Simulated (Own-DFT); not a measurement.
# A change of arrangement and its cost: C16Si16, 32 atoms

Source: density functional calculations with Own-DFT, an unreviewed in-house program that is no longer used. Nothing was measured or relaxed, and spin and spin-orbit coupling are left out.

Settings: PBE; PseudoDojo norm-conserving scalar-relativistic files; cutoff 42 hartree; 5 x 5 x 3 k mesh centred on Gamma; Fermi-Dirac smearing of 0.1 eV.

Limits: forces on such cells passed a denser k mesh, each cell not checked; stress not checked against mesh or cutoff.

All cells hold the same atoms in the same cell, with vectors in Å (6.165, 0.000, 0.000); (-3.083, 5.339, 0.000); (0.000, 0.000, 10.068). Atoms are randomly off their ideal sites, by an rms of u per axis. Free energies are per cell, over the lowest run. The arrangements:

- A: 2H SiC
- B: 4H SiC

```
arrangement,u (Å),E (eV),P (GPa)
A,0.0272,0.189,3.57
A,0.0290,0.305,3.80
A,0.0297,0.491,3.82
A,0.0593,4.127,6.98
A,0.0633,3.923,6.39
A,0.0697,6.153,8.29
B,0.0261,0.000,3.44
B,0.0311,0.330,3.68
B,0.0332,0.504,3.71
B,0.0590,3.495,6.09
B,0.0611,3.614,5.88
B,0.0614,3.633,5.70
```

Asked: what order do the arrangements take when the shaking is discounted?

## Working it out

Fit E = a + b u², with one b for all and one a for each arrangement, and with residuals divided by u², since the noise grows with the moves. Then b = 1270 eV/Å², the scatter at u = 0.04 Å is 0.14 eV, and against A:

- B: -0.18 ± 0.06 eV (lower)

The cells share one lattice and weren't relaxed, which can shift such small differences either way.
